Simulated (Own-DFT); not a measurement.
## Calculated data, In3GaP4 (zincblende random alloy, atoms displaced)

All values are calculated (Own-DFT development build). A calculation, not a measurement: plane-wave PBE density functional theory by an unreviewed code, no spin, of a simulated periodic cell, stress positive in tension, free energy of the whole cell less one offset for each atom, forces on such cells passed a denser k mesh, this cell's mesh not checked; offsets are fitted by least squares, one for each functional and potential file, so energies compare only between cells with the same atoms and settings and are not formation energies; the far tail of each file's local potential was reset to the Coulomb form; each entry is a single point on an unrelaxed cell, so the pressure reflects the starting lattice, mostly measured values, from which strain is counted, and rises with the displacements; printed positions are rounded, which can move forces by about a meV/angstrom; the program is a retired in-house code; no spin-orbit coupling; before rounding, a Quantum ESPRESSO 7.3.1 run of the same cell and cutoff gave forces within 1 meV/angstrom rms on each cell, which checks the program and not the settings.

Entry: In3GaP4 (zincblende random alloy, atoms displaced)

```xyz
64
Lattice="11.5283 0.0000 0.0000 0.0000 11.5283 0.0000 0.0000 0.0000 11.5283" Properties=species:S:1:pos:R:3 In3GaP4
In     0.0325    11.3742    11.3680
Ga    11.4796     2.8641     2.9901
In     2.7471     0.0436     2.8884
In     3.0490     2.8827    11.4072
P      1.3328     1.4164     1.5153
P      1.4640     4.5582     4.3874
P      4.2729     1.5115     4.2074
P      4.4103     4.4048     1.4762
In     0.0852     0.1449     5.8847
Ga    11.4951     2.7930     8.7009
In     2.8204     0.0361     8.7467
In     2.8514     2.8830     5.6862
P      1.5514     1.5228     7.2471
P      1.4965     4.4057    10.0929
P      4.3155     1.4486     9.9881
P      4.3711     4.3201     7.2685
In    11.4829     5.7384    11.4876
Ga     0.0614     8.7565     2.9565
In     2.9844     5.7915     2.8377
In     2.9314     8.5980     0.0373
P      1.5023     7.2507     1.4296
P      1.4692     9.9958     4.3218
P      4.2969     7.2538     4.3081
P      4.1847    10.0133     1.4106
In    11.4515     5.8134     5.7950
In     0.0178     8.7199     8.7204
In     2.9471     5.7972     8.5102
In     3.0305     8.6295     5.8619
P      1.3982     7.1403     7.3158
P      1.4631    10.0954    10.1228
P      4.2913     7.2562     9.9885
P      4.4341    10.1393     7.1573
Ga     5.8030     0.1419     0.0608
In     5.8906     2.8433     2.7777
Ga     8.6785    11.4715     3.0157
In     8.4943     3.1564     0.0392
P      7.2695     1.4460     1.4018
P      7.3614     4.1724     4.4212
P     10.1077     1.5006     4.1876
P      9.9971     4.3835     1.4603
In     5.8926     0.0157     5.8486
In     5.7394     2.7934     8.6111
In     8.5731     0.0094     8.6192
In     8.6668     2.8191     5.8014
P      7.1409     1.3933     7.1866
P      7.1641     4.3124    10.0720
P     10.1966     1.4744    10.2319
P     10.0952     4.4547     7.2771
In     5.6322     5.7751    11.4992
Ga     5.7359     8.8122     2.8245
Ga     8.7064     5.7999     2.8046
In     8.4988     8.6153    11.4853
P      7.2291     7.1665     1.4936
P      7.2346    10.2608     4.3044
P     10.1092     7.1641     4.3409
P     10.0600    10.1425     1.3593
Ga     5.8510     5.8992     5.5831
In     5.6803     8.6689     8.5951
In     8.6413     5.8221     8.6819
In     8.7154     8.7847     5.7844
P      7.2047     7.1434     7.1251
P      7.2465    10.1200    10.0051
P     10.0579     7.2352     9.9705
P     10.1930    10.1930     7.1707
```

```
functional                        : PBE
potential files                   : PseudoDojo norm-conserving, scalar-relativistic, standard set
wave cutoff                       : 42 hartree
occupations                       : Fermi-Dirac
smearing width                    : 0.1 eV
k mesh                            : 3 x 3 x 3 centred on Gamma
free energy of cell above offsets : -26.661 eV
pressure                          : 4.95 GPa
stress xx                         : -4.93 GPa
stress yy                         : -4.9 GPa
stress zz                         : -5.01 GPa
stress yz                         : 0.35 GPa
stress xz                         : 0.18 GPa
stress xy                         : -0.15 GPa
```

Force:
| element | x (eV/Å) | y (eV/Å) | z (eV/Å) |
| --- | --- | --- | --- |
| In | -0.713 | 1.663 | 2.226 |
| Ga | 0.913 | 1.156 | -1.016 |
| In | 0.658 | -0.551 | 0.181 |
| In | -1.621 | 0.696 | 1.644 |
| P | -0.419 | 1.418 | -1.048 |
| P | -0.542 | -1.947 | -1.004 |
| P | 0.926 | -0.716 | 0.592 |
| P | -0.412 | -1.54 | -0.103 |
| In | 0.1 | -0.314 | -1.698 |
| Ga | 0.335 | 0.971 | 0.075 |
| In | 0.446 | -0.764 | -1.177 |
| In | 0.606 | 1.111 | 0.054 |
| P | -1.072 | 0.67 | 0.882 |
| P | -0.366 | -1.217 | -0.818 |
| P | 1.371 | -1.363 | 1.553 |
| P | 0.726 | 0.327 | -2.182 |
| In | 0.224 | 0.589 | 0.324 |
| Ga | -0.71 | -0.808 | -0.801 |
| In | -0.904 | 0.244 | 0.073 |
| In | -0.604 | -0.512 | -1.263 |
| P | -1.721 | -0.089 | 0.834 |
| P | -0.395 | 0.274 | 0.827 |
| P | 2.205 | 0.15 | -0.331 |
| P | 2.599 | 2.091 | 0.901 |
| In | 0.532 | 0.079 | 0.367 |
| In | -0.017 | -0.258 | -0.865 |
| In | -0.244 | -0.691 | 1.085 |
| In | -1.568 | -0.202 | 0.075 |
| P | -0.097 | 1.551 | -1.062 |
| P | 1.534 | -1.405 | -0.618 |
| P | 0.023 | -0.276 | 0.575 |
| P | -1.361 | 0.681 | 0.704 |
| Ga | -0.394 | -0.984 | -0.547 |
| In | -0.511 | 0.673 | 1.135 |
| Ga | 0.694 | 0.636 | -1.646 |
| In | 1.35 | -2.043 | 0.3 |
| P | 0.596 | -1.651 | -0.075 |
| P | -1.673 | 2.959 | -1.893 |
| P | -0.256 | -0.937 | 0.771 |
| P | 1.198 | -0.036 | 1.418 |
| In | -2.017 | 0.176 | -2.071 |
| In | 0.535 | 1.028 | -0.091 |
| In | 1.736 | 0.728 | 0.296 |
| In | 1.394 | -0.236 | 1.18 |
| P | 1.588 | 1.398 | 0.897 |
| P | -1.2 | 1.036 | -1.266 |
| P | -1.345 | 1.128 | -1.503 |
| P | 0.359 | -2.57 | 0.42 |
| In | 1.114 | 0.848 | -0.514 |
| Ga | 0.21 | -0.685 | 0.196 |
| Ga | -0.205 | -0.098 | 1.115 |
| In | 1.026 | 0.082 | 0.298 |
| P | -0.944 | 0.227 | 0.853 |
| P | -0.141 | -1.497 | -1.046 |
| P | -0.688 | 1.341 | -1.855 |
| P | -0.34 | -0.802 | 1.853 |
| Ga | 0.007 | -1.103 | 0.427 |
| In | 1.454 | -0.3 | 0.043 |
| In | -0.933 | -0.537 | -0.434 |
| In | -0.309 | -0.936 | -0.409 |
| P | -0.518 | 0.675 | -0.409 |
| P | -1.885 | 0.163 | 1.21 |
| P | 0.214 | 0.498 | 1.574 |
| P | -0.551 | -0.198 | 0.787 |
